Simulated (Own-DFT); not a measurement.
# Shaking the atoms of 4H SiC, 32 atoms (C16Si16)

All numbers below are calculated, not measured. The program, named Own-DFT, is a retired in-house plane-wave density functional code that no person has reviewed. Each row is one single-point run on a periodic cell that was not relaxed, without spin or spin-orbit coupling.

Settings of every run: PBE; PseudoDojo norm-conserving scalar-relativistic files; cutoff 42 hartree; 5 x 5 x 3 k mesh centred on Gamma; Fermi-Dirac smearing of 0.1 eV.

Known limits, some of them of some rows only: some atoms lie very close together; forces on such cells passed a denser k mesh, each cell not checked; stress not checked against mesh or cutoff.

Cell vectors in Å: (6.165, 0.000, 0.000); (-3.083, 5.339, 0.000); (0.000, 0.000, 10.068). In each run every atom was moved at random and independently from its ideal site; u is the rms move along one axis. E is the free energy for each atom above the fitted value at u = 0, and F the rms of the force components.

```
run,u (Å),E (meV/atom),F (eV/Å),largest force (eV/Å),P (GPa)
1,0.0281,35.6,0.860,2.68,3.76
2,0.0299,33.3,0.809,2.20,3.75
3,0.0536,110.6,1.623,6.32,5.55
4,0.0623,150.1,1.844,5.75,6.36
5,0.0623,?,?,?,?
6,0.0985,376.4,3.562,14.13,12.19
7,0.1094,530.7,4.401,22.01,16.95
```

## Worked fit

For small independent moves the energy grows as E = (3/2) K u², with K the mean stiffness felt by one atom. The runs with u up to 0.11 Å give K = 26.9 ± 1.3 eV/Å², with residuals divided by u² + 0.0006 Å², since the noise grows with the moves. The scatter is 8.7 meV/atom at u = 0.05 Å. The forces follow F = G u with G = 32.6 eV/Å²; no force at u = 0 is resolved. G exceeds K because the moves of its neighbours add to the force on an atom, and stiffness differs between atoms. The pressure follows P = 2.47 + 1121 u² GPa: at fixed volume, shortened bonds push harder than stretched ones pull.

## Withheld run

Question: what energy and rms force should run 5 give?

The fit gives 157 ± 15 meV/atom and about 2.03 eV/Å. The calculation gave 162.2 meV/atom and 2.069 eV/Å.
